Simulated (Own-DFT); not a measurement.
Hf$_{32}$O$_{63}$ (monoclinic hafnia with one neutral oxygen vacancy, atoms displaced) (calculated)

Computed with Own-DFT development build. A calculation, not a measurement: plane-wave PBE and HSE06 DFT by an unreviewed code, no spin, of a simulated cell at Gamma alone, so results move with cell size and shape, stress positive in tension, energies less offsets, not probed for a lower state with spin; hafnium file: forces about 75 meV/angstrom off all-electron values; oxygen file: force components 24 meV/angstrom off all-electron in a glass; k mesh not checked against a denser one; forces and stress are PBE's, HSE06 gives the energy alone, and its difference from PBE has offsets of its own; offsets are fitted by least squares, one for each functional and potential file, so energies compare only between cells with the same atoms and settings and are not formation energies; the far tail of each file's local potential was reset to the Coulomb form; each entry is a single point on an unrelaxed cell, so the pressure reflects the starting lattice, mostly measured values, from which strain is counted, and rises with the displacements; printed positions are rounded, which can move forces by about a meV/angstrom; the program is a retired in-house code; no spin-orbit coupling.

Common to all runs: first functional PBE; second functional HSE06; exact exchange share 0.25; screening 0.11 1/bohr; exchange divergence Gygi-Baldereschi; potential files PseudoDojo norm-conserving, scalar-relativistic, made for PBE, standard set; wave cutoff 48 hartree; occupations fixed; k mesh 1 x 1 x 1 centred on Gamma.

(1) Hf$_{32}$O$_{63}$ (monoclinic hafnia with one neutral oxygen vacancy, atoms displaced)

```cif
# cell vector a (Å): 10.2340 0.0000 0.0000
# cell vector b (Å): 0.0000 10.3500 0.0000
# cell vector c (Å): -1.6955 0.0000 10.4453
data_Hf32O63
_symmetry_space_group_name_H-M 'P 1'
_symmetry_Int_Tables_number 1
_cell_length_a 10.2340
_cell_length_b 10.3500
_cell_length_c 10.5820
_cell_angle_alpha 90.000
_cell_angle_beta 99.220
_cell_angle_gamma 90.000
_cell_volume 1106.39
loop_
_atom_site_label
_atom_site_type_symbol
_atom_site_fract_x
_atom_site_fract_y
_atom_site_fract_z
_atom_site_occupancy
Hf1 Hf 0.13997 0.01674 0.10978 1
Hf2 Hf 0.36303 0.27370 0.14974 1
Hf3 Hf 0.36516 0.47767 0.39766 1
Hf4 Hf 0.13691 0.23963 0.34626 1
O1 O 0.04053 0.15516 0.16576 1
O2 O 0.45885 0.41698 0.06987 1
O3 O 0.45434 0.33131 0.32619 1
O4 O 0.04326 0.08245 0.42106 1
O5 O 0.22940 0.38222 0.24265 1
O6 O 0.27788 0.12619 0.00804 1
O7 O 0.28121 0.11119 0.26326 1
O8 O 0.23002 0.37238 0.50122 1
Hf5 Hf 0.14012 0.02656 0.60875 1
Hf6 Hf 0.35918 0.27780 0.65131 1
Hf7 Hf 0.36151 0.48417 0.90309 1
Hf8 Hf 0.13934 0.22810 0.85437 1
O9 O 0.03924 0.16312 0.67620 1
O10 O 0.46778 0.41289 0.58020 1
O11 O 0.45780 0.32865 0.82916 1
O12 O 0.04475 0.07399 0.92668 1
O13 O 0.23746 0.38133 0.74350 1
O14 O 0.27830 0.14037 0.51087 1
O15 O 0.28474 0.12025 0.75510 1
O16 O 0.22408 0.36226 0.98913 1
Hf9 Hf 0.14257 0.51496 0.10427 1
Hf10 Hf 0.36929 0.77273 0.14578 1
Hf11 Hf 0.36833 0.97872 0.39707 1
Hf12 Hf 0.13850 0.72728 0.35155 1
O17 O 0.02993 0.66667 0.17170 1
O18 O 0.46543 0.92227 0.06688 1
O19 O 0.46779 0.83503 0.32340 1
O20 O 0.03263 0.58567 0.42100 1
O21 O 0.23267 0.87892 0.23838 1
O22 O 0.27557 0.63389 0.00570 1
O23 O 0.21690 0.86676 0.48992 1
Hf13 Hf 0.13788 0.52062 0.59451 1
Hf14 Hf 0.36346 0.77533 0.64193 1
Hf15 Hf 0.35799 0.98143 0.90130 1
Hf16 Hf 0.13746 0.71980 0.85751 1
O24 O 0.03518 0.66825 0.67471 1
O25 O 0.47177 0.91578 0.58016 1
O26 O 0.47115 0.83328 0.82785 1
O27 O 0.02600 0.58500 0.92495 1
O28 O 0.22473 0.86814 0.74500 1
O29 O 0.27601 0.62149 0.50417 1
O30 O 0.27561 0.61729 0.76871 1
O31 O 0.22419 0.86954 0.98729 1
Hf17 Hf 0.63728 0.01631 0.10224 1
Hf18 Hf 0.86603 0.27328 0.14340 1
Hf19 Hf 0.86090 0.47443 0.39737 1
Hf20 Hf 0.64278 0.22241 0.35593 1
O32 O 0.54243 0.16009 0.18111 1
O33 O 0.96407 0.42462 0.07080 1
O34 O 0.95591 0.32620 0.32764 1
O35 O 0.54047 0.08376 0.43246 1
O36 O 0.72880 0.37729 0.24339 1
O37 O 0.77598 0.12364 0.01541 1
O38 O 0.77834 0.12547 0.25766 1
O39 O 0.72061 0.36262 0.49048 1
Hf21 Hf 0.63684 0.01418 0.59889 1
Hf22 Hf 0.86709 0.27519 0.65014 1
Hf23 Hf 0.86029 0.48082 0.88973 1
Hf24 Hf 0.63782 0.23577 0.85019 1
O40 O 0.53917 0.15793 0.67476 1
O41 O 0.96724 0.41116 0.57849 1
O42 O 0.95629 0.33159 0.81668 1
O43 O 0.53903 0.08935 0.92310 1
O44 O 0.72462 0.38127 0.73847 1
O45 O 0.77811 0.13384 0.51113 1
O46 O 0.77902 0.12431 0.75325 1
O47 O 0.73184 0.36904 0.99072 1
Hf25 Hf 0.63295 0.52770 0.10585 1
Hf26 Hf 0.86702 0.76632 0.14615 1
Hf27 Hf 0.86542 0.98123 0.40317 1
Hf28 Hf 0.63346 0.73446 0.34761 1
O48 O 0.54272 0.66439 0.16818 1
O49 O 0.96561 0.91849 0.07611 1
O50 O 0.96425 0.83689 0.31994 1
O51 O 0.53687 0.57944 0.43083 1
O52 O 0.72639 0.87895 0.25253 1
O53 O 0.77471 0.62965 0.00460 1
O54 O 0.76978 0.62737 0.25798 1
O55 O 0.73216 0.87505 0.49302 1
Hf29 Hf 0.63116 0.52491 0.60520 1
Hf30 Hf 0.86075 0.77622 0.65159 1
Hf31 Hf 0.86271 0.97538 0.89994 1
Hf32 Hf 0.62538 0.72612 0.84931 1
O56 O 0.53286 0.66874 0.66789 1
O57 O 0.96579 0.91309 0.57731 1
O58 O 0.96460 0.83193 0.82718 1
O59 O 0.53335 0.58076 0.92244 1
O60 O 0.72177 0.88114 0.73729 1
O61 O 0.77378 0.62508 0.51015 1
O62 O 0.77594 0.62044 0.76459 1
O63 O 0.73031 0.87303 0.99263 1
```

* PBE energy of cell above offsets: -90.047 eV
* HSE06 less PBE above offsets: 0.004 eV
* PBE pressure: 6.23 GPa
* PBE stress xx: -6.87 GPa
* PBE stress yy: -5.55 GPa
* PBE stress zz: -6.27 GPa
* PBE stress yz: -0.03 GPa
* PBE stress xz: -0.45 GPa
* PBE stress xy: 0.97 GPa

Force:
```csv
element,x (eV/Å),y (eV/Å),z (eV/Å)
Hf,0.811,-1.026,-1.632
Hf,1.368,-2.047,-0.876
Hf,0.081,0.226,0.968
Hf,0.055,-2.833,2.072
O,-1.441,3.33,1.47
O,0.759,-0.231,2.241
O,1.596,-0.618,0.138
O,-0.067,0.497,0.118
O,-1.039,0.209,-0.387
O,0.196,0.454,0.698
O,-0.148,1.479,-0.296
O,-0.928,0.294,-2.154
Hf,0.593,-1.156,-1.13
Hf,1.806,-2.165,-0.522
Hf,-0.22,-1.605,-2.561
Hf,-0.262,-1.064,-0.152
O,-0.273,0.573,0.097
O,0.12,0.567,-0.402
O,1.279,0.639,0.891
O,-0.177,1.098,-1.054
O,-2.512,0.448,0.1
O,-0.204,-1.22,-0.557
O,-1.122,-0.392,0.904
O,-0.638,1.289,0.887
Hf,-1.451,1.441,-0.847
Hf,-1.61,0.561,-1.444
Hf,-1.531,1.225,0.617
Hf,-0.7,0.626,-0.133
O,2.278,-1.437,0.037
O,-0.611,-1.888,1.815
O,-0.304,0.069,-0.114
O,-0.12,-0.498,-0.207
O,0.134,-1.41,0.503
O,-0.024,-0.955,2.02
O,1.477,0.35,-0.016
Hf,-0.607,0.543,2.26
Hf,-1.626,-0.354,1.005
Hf,0.572,0.425,-2.08
Hf,-0.44,1.71,-1.319
O,0.312,-0.916,-0.474
O,-1.978,-1.203,-0.839
O,-1.655,0.916,-0.429
O,1.529,0.075,0.194
O,0.539,1.323,-0.802
O,0.29,1.264,0.187
O,0.347,0.542,-1.441
O,0.248,-0.344,0.887
Hf,1.903,1.435,-0.007
Hf,-1.357,-1.121,-0.92
Hf,-1.732,0.994,0.426
Hf,0.502,0.766,0.275
O,-1.851,0.808,-0.641
O,0.627,-1.169,1.565
O,1.969,-0.035,0.075
O,-1.231,-0.322,-1.916
O,-0.658,0.941,-0.8
O,0.68,0.776,-0.365
O,0.374,-0.644,0.712
O,0.46,1.362,-0.12
Hf,2.069,2.665,2.768
Hf,-2.547,-2.145,-1.821
Hf,-1.063,0.025,0.611
Hf,0,-1.781,-0.237
O,-0.906,1.109,0.065
O,1.116,1.279,-1.153
O,2.22,0.273,2.74
O,-0.765,-0.684,0.373
O,-0.537,0.305,-0.125
O,0.509,-1.108,-0.744
O,0.167,-0.571,1.338
O,-0.535,0.199,-0.027
Hf,3.45,-3.186,-1.195
Hf,-1.315,1.304,-0.437
Hf,0.565,0.41,-1.074
Hf,2.859,-0.908,2.486
O,-3.072,2.547,0.726
O,0.151,-0.789,0.611
O,0.887,-0.216,0.751
O,-0.571,0.955,-2.078
O,-0.658,0.256,-1.261
O,-0.773,-0.23,0.904
O,0.626,-1.052,0.315
O,-1.063,-1.054,-0.468
Hf,2.244,-1.405,0.173
Hf,0.433,-1.239,-0.519
Hf,-0.016,1.207,-0.963
Hf,3.159,0.574,1.002
O,-0.573,0.326,0.405
O,0.915,0.807,0.191
O,-0.005,0.143,0.361
O,0.052,0.059,0.083
O,-0.018,-0.744,0.79
O,0.101,0.415,0.035
O,-0.533,0.568,-1.027
O,-0.963,-0.916,-0.126
```

(2) Hf$_{32}$O$_{63}$ (monoclinic hafnia with one neutral oxygen vacancy, atoms displaced)

```cif
# cell vector a (Å): 10.2340 0.0000 0.0000
# cell vector b (Å): 0.0000 10.3500 0.0000
# cell vector c (Å): -1.6955 0.0000 10.4453
data_Hf32O63
_symmetry_space_group_name_H-M 'P 1'
_symmetry_Int_Tables_number 1
_cell_length_a 10.2340
_cell_length_b 10.3500
_cell_length_c 10.5820
_cell_angle_alpha 90.000
_cell_angle_beta 99.220
_cell_angle_gamma 90.000
_cell_volume 1106.39
loop_
_atom_site_label
_atom_site_type_symbol
_atom_site_fract_x
_atom_site_fract_y
_atom_site_fract_z
_atom_site_occupancy
Hf1 Hf 0.13835 0.01326 0.10491 1
Hf2 Hf 0.36111 0.26606 0.14312 1
Hf3 Hf 0.36400 0.47326 0.39683 1
Hf4 Hf 0.13769 0.23415 0.35333 1
O1 O 0.03925 0.16600 0.17289 1
O2 O 0.45983 0.41243 0.07961 1
O3 O 0.45851 0.33458 0.32637 1
O4 O 0.03999 0.08089 0.41878 1
O5 O 0.22121 0.37783 0.24060 1
O6 O 0.27895 0.12607 0.01223 1
O7 O 0.27490 0.12438 0.26120 1
O8 O 0.22685 0.37414 0.48808 1
Hf5 Hf 0.13963 0.01632 0.60822 1
Hf6 Hf 0.36405 0.27281 0.64507 1
Hf7 Hf 0.36088 0.47700 0.89405 1
Hf8 Hf 0.14007 0.22978 0.85580 1
O9 O 0.03448 0.17194 0.67443 1
O10 O 0.46217 0.41752 0.57501 1
O11 O 0.45908 0.33477 0.82579 1
O12 O 0.03812 0.08414 0.92633 1
O13 O 0.22355 0.38238 0.73976 1
O14 O 0.27899 0.12766 0.51330 1
O15 O 0.27847 0.12437 0.75968 1
O16 O 0.22763 0.36696 0.99219 1
Hf9 Hf 0.13908 0.52082 0.10583 1
Hf10 Hf 0.36067 0.77300 0.14459 1
Hf11 Hf 0.35933 0.97910 0.39693 1
Hf12 Hf 0.13647 0.73157 0.35268 1
O17 O 0.03546 0.66541 0.17234 1
O18 O 0.46017 0.91537 0.07303 1
O19 O 0.46458 0.83100 0.32426 1
O20 O 0.03628 0.58761 0.42268 1
O21 O 0.22300 0.88140 0.24196 1
O22 O 0.27546 0.62847 0.00712 1
O23 O 0.27317 0.62497 0.25998 1
O24 O 0.21998 0.87525 0.49239 1
Hf13 Hf 0.14124 0.51536 0.60041 1
Hf14 Hf 0.36101 0.77337 0.64673 1
Hf15 Hf 0.36645 0.97905 0.89701 1
Hf16 Hf 0.14068 0.72954 0.85586 1
O25 O 0.03478 0.66271 0.67290 1
O26 O 0.46531 0.92007 0.57516 1
O27 O 0.46247 0.83503 0.82701 1
O28 O 0.03561 0.58911 0.92063 1
O29 O 0.22403 0.87601 0.73717 1
O30 O 0.27679 0.62572 0.50902 1
O31 O 0.27525 0.61773 0.76034 1
O32 O 0.22673 0.87125 0.98888 1
Hf17 Hf 0.63398 0.02404 0.10421 1
Hf18 Hf 0.85967 0.26997 0.14918 1
Hf19 Hf 0.85862 0.47704 0.40133 1
Hf20 Hf 0.64125 0.23557 0.35344 1
O33 O 0.53585 0.17287 0.17674 1
O34 O 0.95810 0.41595 0.07576 1
O35 O 0.96418 0.33503 0.32140 1
O36 O 0.53463 0.08872 0.42641 1
O37 O 0.73185 0.38088 0.24308 1
O38 O 0.77327 0.13047 0.01178 1
O39 O 0.77665 0.12411 0.26016 1
O40 O 0.72810 0.36938 0.49192 1
Hf21 Hf 0.63719 0.02343 0.60289 1
Hf22 Hf 0.86541 0.26572 0.64168 1
Hf23 Hf 0.85748 0.47666 0.89545 1
Hf24 Hf 0.64133 0.23270 0.85180 1
O41 O 0.54026 0.17000 0.66706 1
O42 O 0.95998 0.41470 0.57691 1
O43 O 0.96621 0.33600 0.82244 1
O44 O 0.53379 0.08443 0.91898 1
O45 O 0.72718 0.38095 0.74202 1
O46 O 0.77869 0.12658 0.50919 1
O47 O 0.77345 0.12440 0.75881 1
O48 O 0.72295 0.37310 0.99045 1
Hf25 Hf 0.63771 0.51916 0.10346 1
Hf26 Hf 0.86583 0.76767 0.14870 1
Hf27 Hf 0.86167 0.97126 0.39464 1
Hf28 Hf 0.63998 0.72732 0.35158 1
O49 O 0.54099 0.67200 0.17667 1
O50 O 0.97021 0.91520 0.07604 1
O51 O 0.96420 0.83659 0.32967 1
O52 O 0.53907 0.57943 0.42328 1
O53 O 0.72343 0.87728 0.24127 1
O54 O 0.77392 0.62903 0.01047 1
O55 O 0.77775 0.62719 0.26135 1
O56 O 0.72304 0.87820 0.48674 1
Hf29 Hf 0.64354 0.52184 0.60517 1
Hf30 Hf 0.86254 0.77505 0.64498 1
Hf31 Hf 0.86501 0.97362 0.90018 1
Hf32 Hf 0.63815 0.72926 0.85072 1
O57 O 0.53541 0.66353 0.67886 1
O58 O 0.96460 0.91734 0.57166 1
O59 O 0.53401 0.58799 0.92369 1
O60 O 0.72621 0.87928 0.73998 1
O61 O 0.77547 0.62854 0.51010 1
O62 O 0.77850 0.62362 0.76033 1
O63 O 0.71978 0.86877 0.98892 1
```

* PBE energy of cell above offsets: -93.897 eV
* HSE06 less PBE above offsets: -0.129 eV
* PBE pressure: 3.96 GPa
* PBE stress xx: -3.86 GPa
* PBE stress yy: -3.67 GPa
* PBE stress zz: -4.35 GPa
* PBE stress yz: -0.09 GPa
* PBE stress xz: 0.16 GPa
* PBE stress xy: 0.07 GPa

Force:
```csv
element,x (eV/Å),y (eV/Å),z (eV/Å)
Hf,0.644,2.485,0.247
Hf,-1.106,0.25,0.711
Hf,-0.222,1.927,-0.504
Hf,-0.213,-1.562,-0.148
O,-0.653,0.035,-0.364
O,1.493,1.222,-0.286
O,1.495,-0.904,0.016
O,-0.366,0.045,0.425
O,0.042,0.513,-0.471
O,-0.03,-0.245,-0.23
O,0.402,-0.608,0.235
O,-0.637,-0.598,0.346
Hf,-0.308,1.573,-0.956
Hf,-0.209,-0.791,-0.134
Hf,-0.172,0.777,0.438
Hf,-0.446,-0.002,-0.151
O,1.141,-1.287,-0.381
O,0.944,0.132,0.56
O,1.349,-0.671,0.088
O,-0.687,-0.52,-0.632
O,-0.089,-0.663,-0.13
O,-0.16,0.257,0.067
O,-0.329,-0.478,0.353
O,-0.613,0.404,-0.437
Hf,-0.22,-0.426,-0.558
Hf,0.363,-1.076,0.577
Hf,0.694,0.853,-0.09
Hf,0.584,-0.836,0.976
O,-0.23,0.312,0.095
O,1.061,0.613,0.658
O,-0.427,0.696,0.395
O,-0.756,-0.638,-0.094
O,0.134,-0.482,-0.093
O,0.096,0.056,0.781
O,0.262,-0.432,-0.203
O,0.449,-0.698,-0.329
Hf,-0.722,1.523,0.591
Hf,0.325,-0.888,-0.438
Hf,-0.853,0.668,-0.74
Hf,-0.413,-0.708,-0.972
O,-0.403,0.831,0.226
O,-0.473,-0.889,0.443
O,0.539,-0.381,-0.32
O,-0.657,-0.551,0.562
O,-0.112,0.185,0.443
O,0.07,0.935,0.388
O,0.156,0.575,-0.21
O,-0.591,-0.184,0.038
Hf,0.53,-0.271,0.077
Hf,1.378,-0.477,-0.659
Hf,1.545,0.964,-0.85
Hf,-0.938,-1.46,0.597
O,0.636,-0.93,-0.655
O,1.036,0.551,-0.022
O,0.111,0.416,1.107
O,-0.027,0.097,-0.772
O,-1.267,0.403,-0.137
O,-0.118,-0.269,-0.2
O,-0.353,-0.462,0.092
O,-0.847,0.106,-0.219
Hf,0.564,0.038,-0.309
Hf,-0.716,0.051,1.023
Hf,1.506,0.6,-0.048
Hf,-0.431,-0.572,-0.027
O,-0.889,0.86,0.706
O,1.154,0.653,-0.416
O,0.015,0.106,0.748
O,0.424,0.304,0.401
O,-0.528,-0.067,-0.281
O,-0.087,0.372,-0.109
O,0.438,-0.605,0.699
O,-0.648,-0.261,-0.107
Hf,-0.592,0.816,-0.123
Hf,-1.17,-0.011,-0.814
Hf,-0.268,2.793,-0.032
Hf,-0.74,0.543,0.731
O,-0.552,-0.814,-1.194
O,-1.175,-0.871,-0.146
O,0.95,-1.287,-0.954
O,-0.002,0.117,-0.06
O,0.158,0.626,-0.699
O,0.169,-0.155,0.17
O,0.392,-0.971,0.031
O,-0.252,-1.122,0.291
Hf,-1.01,0.193,0.053
Hf,0.708,-0.646,0.283
Hf,-0.052,0.76,-0.919
Hf,0.074,-0.109,0.841
O,-0.208,0.006,-0.907
O,0.004,-0.478,1.024
O,-0.316,-0.711,0.372
O,0.459,0.125,0.174
O,0.196,0.201,0.189
O,-0.097,-0.14,-0.068
O,0.691,0.645,0.336
```
